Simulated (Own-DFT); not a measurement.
# One host, several defects: C11b WSi2

Source: density functional calculations with Own-DFT, an unreviewed in-house program that is no longer used. Nothing was measured or relaxed, and spin and spin-orbit coupling are left out.

All runs used: PBE; PseudoDojo norm-conserving scalar-relativistic files; cutoff 50 hartree; 5 x 5 x 5 k mesh centred on Gamma; cold (Marzari-Vanderbilt) smearing of 0.2 eV.

Keep in mind: forces on such cells failed a check on a denser k mesh; stress not checked against mesh or cutoff.

All runs share one cell, with vectors in Å (-2.148, -5.953, 3.409); (-6.444, 2.976, 1.136); (-2.553, -2.948, -6.757) and a volume of 403.2 Å³. The atoms are randomly displaced, by u rms on each axis. The defect's site can differ from row to row.

```
cell,formula,u (Å),P (GPa)
no defect,Si20W10,0.0206,4.35
no defect,Si20W10,0.0215,4.52
no defect,Si20W10,0.0493,6.09
one Si on a W site,Si21W9,0.0318,6.60
one Si on a W site,Si21W9,0.0508,8.12
one Si on a W site,Si21W9,0.0510,7.23
one W on a Si site,Si19W11,0.0268,9.72
one W on a Si site,Si19W11,0.0284,10.09
one W on a Si site,Si19W11,0.0573,11.76
one Si vacancy,Si19W10,0.0328,4.01
one Si vacancy,Si19W10,0.0534,4.87
one Si vacancy,Si19W10,0.0552,4.55
one W vacancy,Si20W9,0.0264,3.42
one W vacancy,Si20W9,0.0265,?
one W vacancy,Si20W9,0.0473,3.97
one W vacancy,Si20W9,0.0564,5.26
```

## Working it out

P = P0 + c u² + a shift for each defect gives P0 = 4.24 GPa, c = 675 ± 93 GPa/Å² and a scatter of 0.35 GPa. The shifts, and each times the cell's volume:

- one W on a Si site: 5.20 ± 0.29 GPa, 13.1 eV
- one Si on a W site: 1.68 ± 0.30 GPa, 4.2 eV
- one Si vacancy: -1.33 ± 0.31 GPa, -3.3 eV
- one W vacancy: -1.40 ± 0.30 GPa, -3.5 eV

Positive is outwards. The product with the volume (160.2 GPa Å³ to the eV) is nearly free of the cell's size; divided by the bulk modulus at the cell's pressure it gives the volume that the defect adds. The atoms around the defects weren't relaxed, which would change these numbers.

## Withheld run

The question: what pressure belongs in the blank (one W vacancy, u = 0.0265 Å)?

Estimate: 3.31 ± 0.42 GPa. The hidden result is 3.36 GPa.
